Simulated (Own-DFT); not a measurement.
Hf32O63 (monoclinic hafnia with one vacancy, atoms displaced), Hf31O64 (monoclinic hafnia with one vacancy, atoms displaced) (calculated)

A calculation, not a measurement: plane-wave PBE density functional theory by an unreviewed code, no spin, of a simulated periodic cell, stress positive in tension, free energy of the whole cell less one offset for each atom, defect cell not probed for a lower state with spin; hafnium file: forces about 75 meV/angstrom off all-electron values; oxygen file: force components 24 meV/angstrom off all-electron in one glass; forces on such cells passed a denser k mesh, this cell's mesh not checked; offsets are fitted by least squares, one for each functional and potential file, so energies compare only between cells with the same atoms and settings and are not formation energies; the far tail of each file's local potential was reset to the Coulomb form; each entry is a single point on an unrelaxed cell, so the pressure reflects the starting lattice, mostly measured values, from which strain is counted, and rises with the displacements; printed positions are rounded, which can move forces by about a meV/angstrom; the program is a retired in-house code; no spin-orbit coupling; before rounding, a Quantum ESPRESSO 7.3.1 run of the same cell and cutoff gave forces within 1 meV/angstrom rms on each cell, which checks the program and not the settings. Program: Own-DFT development build.

Settings shared by all entries: functional PBE; potential files PseudoDojo norm-conserving, scalar-relativistic, standard set; wave cutoff 72 hartree; occupations Fermi-Dirac; smearing width 0.1 eV; k mesh 2 x 2 x 2 centred on Gamma.

(1) 
```xyz
95
Lattice="10.2340 0.0000 0.0000 0.0000 10.3500 0.0000 -1.6955 0.0000 10.4453" Properties=species:S:1:pos:R:3:force_x:R:1:force_y:R:1:force_z:R:1 formula=Hf32O63 free_energy_of_cell_above_offsets=-90.190 pressure=4.99 stress_xx=-4.9 stress_yy=-5.26 stress_zz=-4.82 stress_yz=-0.05 stress_xz=-0.69 stress_xy=0.12
Hf     1.2460     0.1150     1.1527     -0.609       1.71     -2.482
Hf     3.4846     2.7694     1.4588      0.427     -0.314      1.745
Hf     3.0527     4.9851     4.1331      -0.81     -1.395      0.888
Hf     0.8207     2.4599     3.6469     -0.208     -1.184      0.863
O     -0.0021     1.7175     1.7437      1.259     -0.452      0.387
O      4.6083     4.2605     0.7303      1.303      0.927      0.763
O      4.2165     3.4296     3.4244     -0.408      0.439     -0.223
O     -0.3392     0.8635     4.3563     -0.109      0.365     -0.042
O      1.9258     3.9765     2.4553     -0.421     -1.262      0.657
O      2.8282     1.4119     0.0734      0.061     -2.335      0.291
O      2.4056     1.2033     2.6497     -0.546      0.935      0.418
O      1.4710     3.8923     5.2290     -0.747     -1.355     -1.822
Hf     0.4420     0.1811     6.3022     -0.727      1.372      0.349
Hf     2.5685     2.8189     6.7770     -0.372      0.786      -1.07
Hf     2.1864     4.9384     9.3602     -1.463      0.865     -0.435
Hf     0.0124     2.3864     8.9558     -0.622     -0.768     -0.513
O     -0.7147     1.6973     7.0936     -1.881      0.658     -1.494
O      3.7501     4.2917     5.9731      1.405      0.321      1.522
O      3.2837     3.5170     8.6568       1.99     -1.598     -0.211
O     -1.1685     0.8503     9.5416     -0.044     -0.667      1.323
O      1.0632     3.9324     7.7705     -0.826      0.338      0.149
O      1.9335     1.2978     5.3731      0.796      0.393     -1.253
O      1.4603     1.3298     7.9011      1.644     -1.573      0.917
O      0.6671     3.7642    10.3637     -0.562      1.692     -0.053
Hf     1.2003     5.3462     1.0875      1.929      2.032      0.438
Hf     3.5630     7.9637     1.5855     -2.918      0.098     -1.348
Hf     3.0371    10.1577     4.0663      0.831       1.47      2.213
Hf     0.8114     7.6008     3.7158      0.538     -2.148      0.304
O      4.6828     9.4367     0.7476     -0.678      -0.02      0.058
O      4.2301     8.6940     3.4581      0.646     -1.282     -0.588
O     -0.2960     6.0164     4.4024     -1.294      0.174     -0.504
O      1.9536     9.1633     2.5302     -0.399     -1.318      0.203
O      2.7632     6.5261     0.1383      0.666      -0.84      0.032
O      2.4031     6.4134     2.7739     -0.761      1.378     -0.914
O      1.4082     8.9903     5.1169      1.169      0.185      0.006
Hf     0.3479     5.3507     6.3784      2.073     -0.486     -1.437
Hf     2.6151     7.9359     6.7355     -0.164     -0.149     -0.645
Hf     2.1867    10.0805     9.3117     -0.425      0.972       0.31
Hf    -0.0927     7.4658     8.8951      1.663      2.079      1.409
O     -0.7227     6.9057     7.0275     -1.346      0.371     -0.453
O      3.9091     9.3932     6.0688     -1.395      0.102     -0.507
O      3.3477     8.6010     8.6028      0.171      0.007      0.558
O     -1.2219     6.1242     9.6703     -1.549     -1.657      0.365
O      1.1114     9.1143     7.7157     -0.158      -0.22       0.05
O      1.9279     6.4095     5.3288      0.405      1.647      0.744
O      1.4968     6.3885     7.9048      0.639        0.5      0.713
O      0.6686     8.8982    10.3842     -0.114      1.598      -0.31
Hf     6.3154     0.1783     1.0769      1.343      1.687      0.421
Hf     8.5791     2.8585     1.4698     -0.333     -2.251     -0.054
Hf     8.1565     4.9229     4.0936      1.247      1.227      0.497
Hf     5.9856     2.4944     3.7940     -2.092     -3.027     -2.913
O      5.2387     1.7959     1.8661     -0.554     -0.632     -1.497
O      9.8188     4.3386     0.8504     -1.555      -0.34     -0.695
O      9.3016     3.4824     3.3957      1.037     -0.436      0.249
O      4.8352     0.8319     4.3582      -1.13     -0.263      0.515
O      7.1235     3.9017     2.5070     -1.623      1.293     -0.345
O      7.8736     1.3556     0.1135      0.505     -0.058     -0.324
O      7.4515     1.3151     2.6853      1.037     -0.801      0.934
O      6.4873     3.8790     5.1059      1.691       1.66      1.327
Hf     5.4791     0.2214     6.3949     -0.313      0.037     -1.588
Hf     7.7052     2.7318     6.7516      2.226      0.001      0.837
Hf     7.2378     4.9580     9.3393      1.644     -0.495      0.708
Hf     5.0760     2.3617     8.8939     -0.386      0.152        0.4
O      4.2360     1.7731     7.0175      2.055     -1.287      0.289
O      8.9654     4.2634     6.0104     -2.149     -0.593     -0.254
O      8.5527     3.4440     8.6728     -1.648      1.279     -0.121
O      3.9662     0.8845     9.5780     -1.506      -1.09      0.121
O      6.1866     3.8969     7.7831      0.125      0.743     -1.199
O      6.9537     1.3860     5.2992      1.602     -0.246      1.295
O      6.7111     1.2628     7.9376     -0.895      0.688     -0.188
O      5.7655     3.8226    10.2678     -0.367      0.428      0.933
Hf     6.2790     5.3567     1.0741       1.21      0.035     -0.249
Hf     8.7016     7.9069     1.5835     -1.324      0.221     -1.084
Hf     8.1065    10.1328     4.1583      0.282      1.532     -0.518
Hf     5.9502     7.5866     3.6722      -0.24     -0.151      0.869
O      5.1638     6.9015     1.8269      1.065     -1.152     -0.167
O      9.7225     9.4084     0.6874      1.154      0.003      1.948
O      9.3153     8.6460     3.4685     -0.084     -0.515     -0.788
O      4.6802     5.9785     4.4955      2.846      2.447     -0.531
O      6.9276     9.1148     2.5226      0.873     -0.601      0.168
O      7.9109     6.4183     0.1707      0.332      0.335     -0.502
O      7.5296     6.4213     2.6028     -0.567     -0.219      1.918
O      6.5929     9.0074     5.0699      0.236     -0.052      0.814
Hf     5.6373     5.4565     6.3611     -3.442     -1.464     -0.766
Hf     7.7863     7.9032     6.7428      0.019      3.396      0.683
Hf     7.3416    10.1364     9.3494     -0.456      0.206     -0.116
Hf     5.0367     7.5016     8.9068      1.167      1.935      1.442
O      4.4102     6.9756     7.0775      0.055     -1.175     -1.342
O      8.9310     9.5565     6.1053     -1.449     -1.173     -0.711
O      8.4976     8.6588     8.6547      0.703     -1.168     -0.572
O      3.9741     5.9655     9.5295     -0.446     -0.236      1.193
O      6.2840     9.1557     7.7410     -0.732      -0.73     -0.567
O      7.0540     6.5716     5.3719      0.349     -1.062     -1.039
O      6.6854     6.4515     7.9972      0.354      -0.23     -0.624
O      5.6953     8.9946    10.3321      0.078     -0.244     -0.182
```

Units: free_energy_of_cell_above_offsets in eV; pressure, stress_xx, stress_yy, stress_zz, stress_yz, stress_xz, stress_xy in GPa; force_x, force_y, force_z in eV/Å.

(2) 
```xyz
95
Lattice="10.2340 0.0000 0.0000 0.0000 10.3500 0.0000 -1.6955 0.0000 10.4453" Properties=species:S:1:pos:R:3:force_x:R:1:force_y:R:1:force_z:R:1 formula=Hf31O64 free_energy_of_cell_above_offsets=-79.344 pressure=4 stress_xx=-3.99 stress_yy=-3.91 stress_zz=-4.1 stress_yz=0.4 stress_xz=-0.11 stress_xy=-0.17
Hf     1.2355     0.2224     1.0829      0.718     -0.534       1.66
Hf     3.4513     2.7366     1.5708      0.162     -0.107     -0.428
Hf     3.0153     4.9221     4.1641      0.436      0.358     -0.888
Hf     0.7937     2.3920     3.7057      1.094     -1.632      0.271
O      0.0496     1.6626     1.8346     -0.678      0.698     -0.424
O      4.5686     4.2939     0.7930       1.14      0.615     -0.089
O      4.2434     3.3661     3.3745     -1.814      2.138      1.168
O     -0.3192     0.8603     4.3976     -1.273     -0.655      0.557
O      1.9144     3.8889     2.4972     -0.392      0.539      0.464
O      2.7750     1.3671     0.1090      0.324     -0.451     -0.258
O      2.3504     1.2727     2.7296       -0.6      0.603     -0.991
O      1.4523     3.8273     5.1110      0.171       0.59      0.338
Hf     0.3668     0.1835     6.3091      1.589      0.235     -1.408
Hf     2.6289     2.8783     6.7889     -1.181      -3.28     -1.218
Hf     2.1575     4.9824     9.3541      0.844     -0.645      1.208
Hf    -0.0246     2.3716     8.9534       0.23      0.211     -0.535
O     -0.7749     1.6880     7.0296     -0.212      0.264      0.134
O      3.7558     4.2667     6.0902      1.212      1.601     -0.755
O      3.3367     3.4337     8.6174     -0.005      0.749      0.909
O     -1.1764     0.8885     9.6342     -0.538     -0.293      0.026
O      1.0270     3.9491     7.7404      0.014     -0.297      0.257
O      1.9631     1.3458     5.2901     -0.865      1.068       1.32
O      1.5177     1.2471     7.9428      0.082     -0.019      0.354
O      0.6346     3.8684    10.3812     -0.561     -0.231     -0.955
Hf     1.2330     5.3701     1.0649     -0.231      0.159      1.109
Hf     3.4385     7.9656     1.5239      0.362      1.295      1.853
Hf     0.8174     7.5456     3.6984       0.71      1.353     -0.014
O      0.0698     6.9506     1.7838      0.438     -0.798     -0.147
O      4.6503     9.4633     0.8304     -0.291     -0.306       -0.3
O      4.2200     8.6163     3.4474      0.618      -0.91     -0.421
O     -0.3344     6.0314     4.4535     -0.404     -0.065     -0.342
O      1.8462     9.0893     2.4580      -0.36     -0.816     -0.853
O      2.7611     6.5105     0.1481      0.678      0.093     -1.055
O      2.3562     6.4098     2.6944      0.332     -0.503      0.626
O      1.5182     9.0096     5.1041     -1.343      -0.48      1.091
Hf     0.4265     5.4026     6.3403     -1.029     -0.311     -1.172
Hf     2.5691     7.9797     6.7612      0.707      0.978     -1.853
Hf     2.1739    10.1338     9.3517      0.282      0.354       0.45
Hf     0.0092     7.5308     8.9566     -1.285      0.554     -0.489
O     -0.7196     6.8776     7.0296     -1.096      0.611      0.273
O      3.7565     9.4693     6.0214      0.502     -0.572      1.088
O      3.3540     8.6071     8.6592     -0.163      0.356      0.268
O     -1.1924     6.0174     9.6615     -0.093      0.224     -0.606
O      1.0818     9.0859     7.7761     -0.675     -0.067     -0.233
O      1.9262     6.5240     5.3258      0.735     -0.766      0.168
O      1.5141     6.3937     7.8896      0.674      0.409      1.248
O      0.6610     9.0498    10.3585      -0.38     -0.567     -0.603
Hf     6.3638     0.1838     1.0584     -0.012      0.456      1.283
Hf     8.5758     2.7575     1.4725     -0.648     -0.134      1.446
Hf     8.1634     4.9379     4.1616     -0.512      0.357     -0.922
Hf     5.8761     2.3920     3.7212      1.489     -1.378     -0.418
O      5.1954     1.7027     1.8156      0.001     -0.214     -0.364
O      9.7285     4.2883     0.8015      0.359      0.051      0.214
O      9.2515     3.4688     3.4617      1.095     -0.947     -0.879
O      4.7428     0.8972     4.4539      0.734     -0.189      0.325
O      6.9708     3.8969     2.5251      0.328      0.671     -0.814
O      7.9194     1.3208     0.0925      0.272      0.161      -0.22
O      7.5140     1.2719     2.6859      0.095     -0.299      0.499
O      6.5600     3.7842     5.1039     -0.147       1.13      0.797
Hf     5.5045     0.1979     6.3177     -0.973      0.352     -1.164
Hf     7.7591     2.8235     6.7608     -0.626     -0.901     -0.314
Hf     7.2959     4.9394     9.3867      0.208      0.257     -0.438
Hf     5.0379     2.3698     8.9277      0.859     -0.876     -0.101
O      4.3494     1.6740     7.0499     -0.711      0.677      0.385
O      8.8455     4.2850     5.9782      1.246       0.68      0.876
O      8.4658     3.4326     8.6187      0.405      0.367      0.691
O      3.8896     0.8617     9.7250     -0.228      0.561     -1.345
O      6.1952     3.9410     7.7360     -0.627     -0.322       0.14
O      7.0774     1.3529     5.3789      0.173      -0.85     -0.462
O      6.6571     1.2900     7.9377     -0.087     -0.411      0.556
O      5.7448     3.8177    10.3253     -0.225      0.241      0.036
Hf     6.4363     5.4105     1.0859     -1.032      -0.45      0.589
Hf     8.5811     8.0357     1.5620     -0.316     -0.801     -0.601
Hf     8.1149    10.1556     4.1748      0.652      0.316     -1.229
Hf     5.9469     7.5216     3.7204     -0.866      0.579     -0.934
O      5.1980     6.8658     1.8168     -0.318      0.004     -0.056
O      9.7234     9.4458     0.7666      0.925      1.158     -0.281
O      9.3044     8.6005     3.3953     -0.169       0.76      0.973
O      4.7815     5.9744     4.4427     -0.361     -0.018     -0.003
O      6.9897     9.1159     2.4765      0.016     -0.242      0.685
O      7.9695     6.5475     0.1240     -0.036     -0.456     -0.548
O      7.5407     6.4682     2.6496     -0.249     -0.768      0.975
O      6.6275     9.0015     5.1021      -0.75     -0.337     -0.023
Hf     5.5325     5.3837     6.3799     -0.523     -0.001     -1.022
Hf     7.6858     7.9183     6.6991      0.786       0.51      0.902
Hf     7.3612    10.1458     9.3357     -0.793      -0.04      -0.23
Hf     5.0801     7.5847     8.9416      0.474     -0.235     -0.094
O      4.3495     6.9632     7.0428      0.302     -0.951     -0.404
O      8.8149     9.4338     6.0218      1.366      0.629      0.208
O      8.4967     8.6594     8.6214      0.449     -0.742     -0.144
O      3.9742     6.0455     9.6716     -0.934     -0.336     -0.542
O      6.1442     9.0991     7.6803      0.383     -0.585      0.452
O      7.0932     6.4935     5.2903     -0.289     -0.117      0.681
O      6.6544     6.3653     7.9208      0.142       0.84      0.212
O      5.7227     9.0370    10.3075      0.087      0.091     -0.177
```

Units: free_energy_of_cell_above_offsets in eV; pressure, stress_xx, stress_yy, stress_zz, stress_yz, stress_xz, stress_xy in GPa; force_x, force_y, force_z in eV/Å.
